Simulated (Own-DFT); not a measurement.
# What it costs to cut wurtzite AlN, m plane (10-10)

Source: density functional calculations with Own-DFT, an unreviewed in-house program that is no longer used. Nothing was measured or relaxed, and spin and spin-orbit coupling are left out.

Limits (not all hold for every row): some atoms lie very close together; forces not confirmed at this smearing and k mesh; k mesh not checked against a denser one.

Both sets of runs: PBE; PseudoDojo norm-conserving scalar-relativistic files; cutoff 42 hartree; Gaussian smearing of 0.01 eV. The slab has 128 atoms in 16 layers, two equal faces of 62.02 Å² as cut, 15 Å of vacuum, a dipole correction along the normal and a 6 x 3 x 1 mesh. The bulk cell has 72 atoms, the same measured lattice constants and a 4 x 4 x 3 mesh. All atoms were moved at random; u is the rms move along one axis. Energies are counted from -174.06 eV for each atom.

```
slab run,u (Å),E (eV, cell)
1,0.0188,20.369
2,0.0195,20.371
3,0.0197,20.058
4,0.0199,20.698
5,0.0200,20.418
6,0.0205,20.815
7,0.0206,20.652
8,0.0499,28.154
9,0.0503,28.963
10,0.0527,28.916
11,0.0549,30.806
12,0.1011,61.300
```

| bulk run | u (Å) | E (meV/atom) |
|---|---|---|
| 1 | 0.0185 | -2.45 |
| 2 | 0.0189 | -3.82 |
| 3 | 0.0189 | -1.43 |
| 4 | 0.0201 | -2.42 |
| 5 | 0.0204 | -0.50 |
| 6 | 0.0204 | -0.65 |
| 7 | 0.0945 | 301.16 |
| 8 | 0.0969 | 332.23 |
| 9 | 0.1040 | 315.78 |
| 10 | 0.1131 | 405.18 |

Q: what is the energy of the unrelaxed surface?

## Working it out

Take each set to u = 0 with E = a + b u². Rows are weighted down as u grows, with residuals divided by u² + 0.0006 Å². Slab: a = 18.93 ± 0.10 eV. Bulk: a = -14.8 ± 0.9 meV/atom. The excess is 18.93 - 128 x (-0.0148) = 20.82 ± 0.15 eV. Over two faces that is 168 meV/Å², or 2.69 ± 0.02 J/m². Relaxing the faces would lower the energy, and the unlike meshes and the reach from the smallest u down to zero add errors that aren't counted here.
